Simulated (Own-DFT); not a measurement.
# Point defects and the pressure they add: monoclinic HfO2

Everything here is calculated. The program is Own-DFT (plane waves, in-house, since retired, never reviewed by a person); positions were held fixed, and spin and spin-orbit coupling were off.

Settings: PBE; PseudoDojo norm-conserving scalar-relativistic files; cutoff 72 hartree; 2 x 2 x 2 k mesh centred on Gamma; Fermi-Dirac smearing of 0.1 eV.

Limits (not all hold for every row): a neutral cation vacancy leaves holes that likely carry spin, which these runs leave out; not probed for a lower state with spin; hafnium file: forces about 75 meV/angstrom off all-electron values; oxygen file: force components 24 meV/angstrom off all-electron in a glass; forces on such cells passed a denser k mesh, each cell not checked; stress not checked against mesh or cutoff.

All runs share one cell, with vectors in Å (10.234, 0.000, 0.000); (0.000, 10.350, 0.000); (-1.696, 0.000, 10.445) and a volume of 1106.4 Å³. Atoms were moved at random from their sites; u is the rms move along one axis. The defect's site can differ from row to row.

```
                    cell     formula   u (Å)  P (GPa)
               no defect     Hf32O64  0.0202     3.78
               no defect     Hf32O64  0.0466     5.69
               no defect     Hf32O64  0.0511     5.52
two Al on a Hf site each  Al2Hf30O64  0.0297        ?
two Al on a Hf site each  Al2Hf30O64  0.0313     2.56
two Al on a Hf site each  Al2Hf30O64  0.0484     3.73
two Al on a Hf site each  Al2Hf30O64  0.0492     3.73
         two O vacancies     Hf32O62  0.0280     3.69
         two O vacancies     Hf32O62  0.0287     4.06
         two O vacancies     Hf32O62  0.0496     5.17
           one O vacancy     Hf32O63  0.0279     3.72
           one O vacancy     Hf32O63  0.0283     3.73
           one O vacancy     Hf32O63  0.0509     5.44
          one Hf vacancy     Hf31O64  0.0307     3.99
          one Hf vacancy     Hf31O64  0.0514     4.34
          one Hf vacancy     Hf31O64  0.0517     5.98
```

## Fit

P = P0 + c u² + a shift for each defect gives P0 = 3.56 GPa, c = 833 ± 134 GPa/Å² and a scatter of 0.42 GPa. The shifts, and each times the cell's volume:

- two O vacancies: -0.38 ± 0.35 GPa, -2.6 eV (-1.3 eV for each of its 2 sites) (not resolved)
- one O vacancy: -0.42 ± 0.35 GPa, -2.9 eV (not resolved)
- one Hf vacancy: -0.53 ± 0.35 GPa, -3.6 eV (not resolved)
- two Al on a Hf site each: -1.81 ± 0.35 GPa, -12.5 eV (-6.2 eV for each of its 2 sites)

Against the defect-free cell, a freed cell would be larger where the shift is positive and smaller where it is negative (160.2 GPa Å³ is 1 eV). The atoms around the defects weren't relaxed, which would change these numbers.

## Test on the hidden row

Asked: what pressure belongs in the blank (two Al on a Hf site each, u = 0.0297 Å)?

The fitted form gives 2.48 ± 0.51 GPa. Computed: 2.62 GPa.
